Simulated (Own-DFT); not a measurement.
# How strain changes the stress of beta-Si3N4, 112 atoms (N64Si48)

Calculated results; nothing here was measured. The program, named Own-DFT, is a retired in-house plane-wave density functional code that no person has reviewed. Each row is one single-point run on a periodic cell that was not relaxed, without spin or spin-orbit coupling.

Settings of every run: PBEsol; PseudoDojo norm-conserving scalar-relativistic files, made for PBE; cutoff 42 hartree; 2 x 2 x 4 k mesh centred on Gamma; Fermi-Dirac smearing of 0.1 eV.

Known limits: forces on such cells moved up to 12 meV/angstrom on a denser k mesh; stress not checked against mesh or cutoff.

Unstrained cell vectors in Å: (15.212, 0.000, 0.000); (-7.606, 13.174, 0.000); (0.000, 0.000, 5.818). The unstrained cell has measured lattice constants (interpolated for alloys), not those of this functional. That, the random moves and any unrelaxed bonds set the pressure at no strain. Each run strains this cell uniformly, with the atoms carried along. Every atom was also moved at random, by a Gaussian of width 0.05 Å on each axis. Strain is the symmetric tensor, in per cent. Stress is positive in tension, and the pressure is minus a third of its trace.

```
run  e_xx (%)  e_yy (%)  e_zz (%)  e_yz (%)  e_xz (%)  e_xy (%)  s_xx (GPa)  s_yy (GPa)  s_zz (GPa)  s_yz (GPa)  s_xz (GPa)  s_xy (GPa)  P (GPa)  E (meV/atom)
  1     -2.00     -0.04     -1.76     -0.18     -0.52     -1.55      -18.52      -10.77      -21.14        2.23       -1.18       -4.24    16.81          48.0
  2      1.54     -0.55     -1.40      1.09     -1.94     -1.20        0.69       -7.49      -14.32        3.26       -6.24       -3.25     7.04          16.5
  3      0.76     -0.94     -1.91     -0.31     -0.27      1.78       -5.85      -11.40      -21.35       -1.35       -0.19        8.07    12.87          53.8
  4     -1.83     -0.32      0.40      0.21      1.01      1.53      -15.07      -10.03       -8.69        0.91        2.54        7.57    11.26          47.6
  5     -0.94     -0.61     -0.59     -0.24      1.93     -1.72      -10.77       -9.62      -13.39       -0.22        7.87       -7.24    11.26          17.5
  6      0.36      0.01     -0.26      1.56      0.44     -0.50       -3.75       -4.93       -7.61        4.65        0.16       -1.12     5.43           4.2
  7     -0.10     -0.98     -1.10      1.39     -1.62     -1.32       -6.78      -11.44      -19.65        5.34       -5.26       -4.76    12.62          47.7
  8      1.01      1.16     -1.38     -1.97      1.17      0.83       -0.75        1.65      -16.21       -5.63        3.85        4.16     5.10          48.9
  9      0.47      0.65     -1.65      1.12      1.99     -1.34       -5.36       -0.92      -18.72        3.61        7.33       -6.03     8.33          46.8
 10     -1.39      0.96     -0.91     -0.12      1.57      0.11      -10.87       -5.93      -13.82        1.69        6.45        0.91    10.21          54.3
 11      0.97     -1.88      1.67     -1.60      0.18      1.98       -1.39      -16.27        3.15       -5.68        1.77        9.05     4.84          49.7
 12     -0.23     -1.41      0.70      0.46      0.53     -1.89       -8.09      -12.59       -5.57        1.48        2.51       -8.42     8.75          26.7
 13      0.61     -0.21      0.57      0.36     -0.10     -1.83       -0.90       -3.63       -4.93        1.41        1.00       -7.69     3.15           0.0
 14     -0.39      0.72     -1.70      1.78     -1.91     -2.00       -8.41       -3.36      -20.75        5.18       -7.95       -8.43    10.84          62.7
 15      0.28      0.02     -1.46     -0.24      0.75     -1.30           ?           ?           ?           ?           ?           ?        ?             ?
```

E is the free energy for each atom above the lowest run shown.

## Worked fit

Each stress component was fitted by least squares to a constant and the strains of the runs shown, as fractions, with shears doubled. Shear strains stay in the fit of a normal stress only where such slopes are resolved. The slopes, in GPa:

| stress | at no strain | per e_xx | per e_yy | per e_zz | scatter |
|---|---|---|---|---|---|
| s_xx | -5.2 | 505 ± 26 | 138 ± 39 | 128 ± 31 | 1.02 |
| s_yy | -5.7 | 172 ± 40 | 562 ± 59 | 52 ± 47 | 1.55 |
| s_zz | -8.2 | 117 ± 41 | 100 ± 60 | 682 ± 48 | 1.59 |

Each shear stress against twice its own strain: yz 134 ± 13, xz 183 ± 11, xy 219 ± 10 GPa. These are stiffnesses along x, y and z of the frame in which the cell vectors are given, which need not be the crystal's axes. The atoms are held to the strained lattice; where symmetry lets them move under strain, relaxing them would lower some slopes. The table should be nearly symmetric about its diagonal, and what it lacks of that shows the noise. A ninth of its sum, 273 ± 12 GPa, estimates the bulk modulus near the mean pressure of these runs, 9.2 GPa, so it lies above the value at zero pressure.

## Withheld run

Question: what normal stresses and pressure should run 15 give?

The fit gives s_xx = -5.7, s_yy = -5.9, s_zz = -17.8 and P = 9.8 GPa. The calculation gave -4.94, -7.01, -15.19 and P = 9.05 GPa.
